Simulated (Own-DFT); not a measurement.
# Biaxial strain at fixed height in diamond-structure SiGeSn with randomly placed atoms, 64 atoms (Ge40Si16Sn8)

Calculated, not measured: single-point runs of Own-DFT, a retired in-house plane-wave DFT program that no person has reviewed, on unrelaxed cells, without spin or spin-orbit coupling.

Settings: PBE; PseudoDojo norm-conserving scalar-relativistic files; cutoff 49 hartree; 3 x 3 x 3 k mesh centred on Gamma; Fermi-Dirac smearing of 0.1 eV.

Keep in mind: forces on such cells moved up to 12 meV/angstrom on a denser k mesh; stress not checked against mesh or cutoff.

Unstrained cell vectors in Å: (11.410, 0.000, 0.000); (0.000, 11.410, 0.000); (0.000, 0.000, 11.410). The unstrained cell has measured lattice constants (interpolated for alloys), not those of this functional. That, the random moves and any unrelaxed bonds set the pressure at no strain. Each run strains x and y alike by e, as a substrate would, and holds the height along z. All atoms carry random offsets, Gaussian with a width of 0.05 Å per axis. The random placing of the alloy's atoms differs from row to row. Stress is positive in tension.

| e (%) | u (Å) | (s_xx + s_yy)/2 (GPa) | s_zz (GPa) |
|---|---|---|---|
| -2.75 | 0.049 | -10.18 | -8.31 |
| -2.00 | 0.049 | -8.87 | -7.49 |
| -1.00 | 0.053 | -6.76 | -5.97 |
| -0.75 | 0.047 | -6.34 | -5.93 |
| -0.50 | 0.047 | -5.68 | -5.47 |
| 0.25 | 0.049 | -4.13 | -4.23 |
| 0.50 | 0.053 | -3.93 | -4.15 |
| 0.75 | 0.053 | -3.60 | -3.95 |
| 1.00 | 0.046 | ? | ? |
| 1.25 | 0.055 | -2.63 | -3.47 |

## Worked fit

With e as a fraction, the in-plane stress is -4.8 + 185 e - 493 e² GPa (errors 6 and 328, scatter 0.15), and s_zz is -4.8 + 121 e - 347 e² GPa (slope ± 7, scatter 0.17). At e = 0 the first slope is C11 + C12 and the second 2 C12, both with the ions held to the strained lattice and at the cell's own pressure. A free layer would change its height as e changes, and the in-plane slope would drop by 2 C12²/C11 to the biaxial modulus. At fixed height, a misfit of 1 % moves the in-plane stress by about 1.8 GPa and s_zz by 1.2 GPa.

## Prediction

The question: what are the two stresses at e = 1.00 %?

The fit gives -3.0 and -3.6 GPa. DFT gave -2.97 and -3.58 GPa.
